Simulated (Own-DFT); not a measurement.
# Energy and forces against displacement in hexagonal WC, 64 atoms (C32W32)

All numbers below are calculated, not measured. They come from Own-DFT, an in-house plane-wave density functional program, since retired, whose code no person has reviewed. Each row is one single-point run on a periodic cell that was not relaxed, without spin or spin-orbit coupling.

Settings of every run: PBE; PseudoDojo norm-conserving scalar-relativistic files; cutoff 50 hartree; 4 x 4 x 4 k mesh centred on Gamma; cold (Marzari-Vanderbilt) smearing of 0.2 eV.

Known limits, some of them of some rows only: some atoms lie very close together; forces on such cells moved up to 12 meV/angstrom on a denser k mesh; stress not checked against mesh or cutoff.

Cell vectors in Å: (5.833, -5.052, -2.839); (0.000, -5.052, 8.518); (-5.833, -5.052, -2.839). In each run every atom was moved at random and independently from its ideal site; u is the rms move along one axis. E is the free energy for each atom above the fitted value at u = 0, and F the rms of the force components.

| run | u (Å) | E (meV/atom) | F (eV/Å) | largest force (eV/Å) | P (GPa) |
|---|---|---|---|---|---|
| 1 | 0.0189 | 14.1 | 0.547 | 2.04 | 3.31 |
| 2 | 0.0199 | 13.7 | 0.518 | 2.05 | 3.26 |
| 3 | 0.0204 | 15.5 | 0.569 | 2.02 | 3.26 |
| 4 | 0.0510 | 105.2 | 1.508 | 5.85 | 6.96 |
| 5 | 0.0534 | 104.5 | 1.463 | 6.17 | 6.84 |
| 6 | 0.1015 | ? | ? | ? | ? |
| 7 | 0.1019 | 376.3 | 2.730 | 10.29 | 18.24 |
| 8 | 0.1549 | 826.6 | 4.521 | 25.54 | 34.41 |

## Worked fit

For small independent moves the energy grows as E = (3/2) K u², with K the mean stiffness felt by one atom. The runs with u up to 0.11 Å give K = 25.0 ± 0.8 eV/Å², with residuals divided by u² + 0.0006 Å², since the noise grows with the moves. The scatter is 4.7 meV/atom at u = 0.05 Å. The forces follow F = G u with G = 27.8 eV/Å²; no force at u = 0 is resolved. G exceeds K because the moves of its neighbours add to the force on an atom, and stiffness differs between atoms. At u = 0.155 Å the parabola gives 899 meV/atom and the run 827. The pressure follows P = 2.74 + 1496 u² GPa: at fixed volume, shortened bonds push harder than stretched ones pull.

## Withheld run

Question: what energy and rms force should run 6 give?

The fit gives 386 ± 20 meV/atom and about 2.82 eV/Å. The calculation gave 398.0 meV/atom and 3.114 eV/Å.
